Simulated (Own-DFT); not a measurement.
# Response to strain: wurtzite AlN, 128 atoms (Al64N64)

These are calculations, not measurements. The program, named Own-DFT, is a retired in-house plane-wave density functional code that no person has reviewed. Each row is one single-point run on a periodic cell that was not relaxed, without spin or spin-orbit coupling.

Settings of every run: PBE; PseudoDojo norm-conserving scalar-relativistic files; cutoff 42 hartree; 3 x 3 x 3 k mesh centred on Gamma; Gaussian smearing of 0.01 eV.

Known limits: k mesh not checked against a denser one; stress not checked against mesh or cutoff.

Unstrained cell vectors in Å: (12.448, 0.000, 0.000); (-6.224, 10.780, 0.000); (0.000, 0.000, 9.964). The unstrained cell has measured lattice constants (interpolated for alloys), not those of this functional. That, the random moves and any unrelaxed bonds set the pressure at no strain. Each run strains this cell uniformly, with the atoms carried along. Every atom was also moved at random, by a Gaussian of width 0.05 Å on each axis. Strain is the symmetric tensor, in per cent. Stress is positive in tension, and the pressure is minus a third of its trace.

```
run  e_xx (%)  e_yy (%)  e_zz (%)  e_yz (%)  e_xz (%)  e_xy (%)  s_xx (GPa)  s_yy (GPa)  s_zz (GPa)  s_yz (GPa)  s_xz (GPa)  s_xy (GPa)  P (GPa)  E (meV/atom)
  1      0.58      0.72     -0.41     -1.56     -1.41     -0.49       -2.44       -2.24       -5.84       -4.09       -3.10       -2.10     3.51           3.3
  2     -0.72      1.59      0.45      0.85      1.07      0.09       -7.49        0.98       -2.36        2.11        3.16       -0.59     2.96           2.4
  3      1.96     -1.09      1.35     -0.26     -0.91      1.23        2.90       -9.63        1.02       -0.38       -2.27        4.66     1.90          13.3
  4      1.32      1.35      1.44     -1.80     -1.16     -1.70        1.70        2.49        2.87       -4.47       -3.00       -5.17    -2.36           4.0
  5      1.59     -0.76     -1.47      0.18     -1.51     -0.19        1.02       -9.05      -11.90       -0.26       -3.57       -0.41     6.64           0.0
  6      0.88      1.63     -1.18      1.44     -1.68     -0.13       -1.41        2.66      -10.23        3.44       -4.52        1.12     3.00          10.1
  7     -0.63      1.09     -1.29      1.14      1.53      1.96       -8.64       -2.23      -12.38        2.81        3.62        7.65     7.75          25.1
  8     -0.43     -1.23     -1.15      0.88     -0.25     -1.12      -12.19      -12.00      -13.76        3.10       -0.09       -4.01    12.65          43.1
  9     -0.40      1.09     -1.45      1.15      0.00     -0.23       -9.34       -3.03      -11.39        2.73        0.07       -2.38     7.92          34.8
 10     -0.26     -1.31      0.42     -1.73     -0.83     -1.02       -7.02      -12.76       -6.06       -4.20       -1.58       -4.48     8.61          22.5
 11     -0.93      1.27     -1.76     -1.25     -1.35      0.23      -11.02       -3.62      -11.82       -3.76       -4.07       -0.21     8.82          27.8
 12     -1.42     -1.55     -0.12      0.16      0.90     -1.46      -15.63      -16.72       -7.69        1.04        2.89       -7.52    13.35          45.4
 13      1.81     -1.24     -0.46     -0.52      0.82     -0.29        0.25      -10.12       -6.85       -1.22        2.20       -1.92     5.57          14.6
 14      1.25      0.26      1.06      1.70      1.70      1.79        1.21       -2.79       -1.15        4.59        3.67        6.62     0.91          11.1
 15      1.21     -1.95     -0.08     -0.32      1.96      1.01       -2.29      -13.67       -6.50       -0.91        5.33        3.73     7.48          13.3
 16      0.47      0.84      1.21     -0.75      1.67      1.51           ?           ?           ?           ?           ?           ?        ?             ?
```

E is the free energy for each atom above the lowest run shown.

## Worked fit

Each stress component was fitted by least squares to a constant and the strains of the runs shown, as fractions, with shears doubled. Shear strains stay in the fit of a normal stress only where such slopes are resolved. The slopes, in GPa:

```
stress  at no strain  per e_xx  per e_yy  per e_zz  scatter
  s_xx          -6.4  498 ± 27  103 ± 21   76 ± 27     1.01
  s_yy          -6.5  136 ± 22  481 ± 17   43 ± 22     0.83
  s_zz          -5.8   65 ± 28   82 ± 22  450 ± 29     1.06
```

Each shear stress against twice its own strain: yz 135 ± 4, xz 128 ± 6, xy 188 ± 15 GPa. These are stiffnesses along x, y and z of the frame in which the cell vectors are given, which need not be the crystal's axes. The atoms are held to the strained lattice; where symmetry lets them move under strain, relaxing them would lower some slopes. The table should be nearly symmetric about its diagonal, and what it lacks of that shows the noise. A ninth of its sum, 215 ± 6 GPa, estimates the bulk modulus near the mean pressure of these runs, 5.9 GPa, so it lies above the value at zero pressure.

## Withheld run

Question: what normal stresses and pressure should run 16 give?

The fit gives s_xx = -2.3, s_yy = -1.3, s_zz = 0.6 and P = 1.0 GPa. The calculation gave -1.48, -0.29, -0.93 and P = 0.90 GPa.
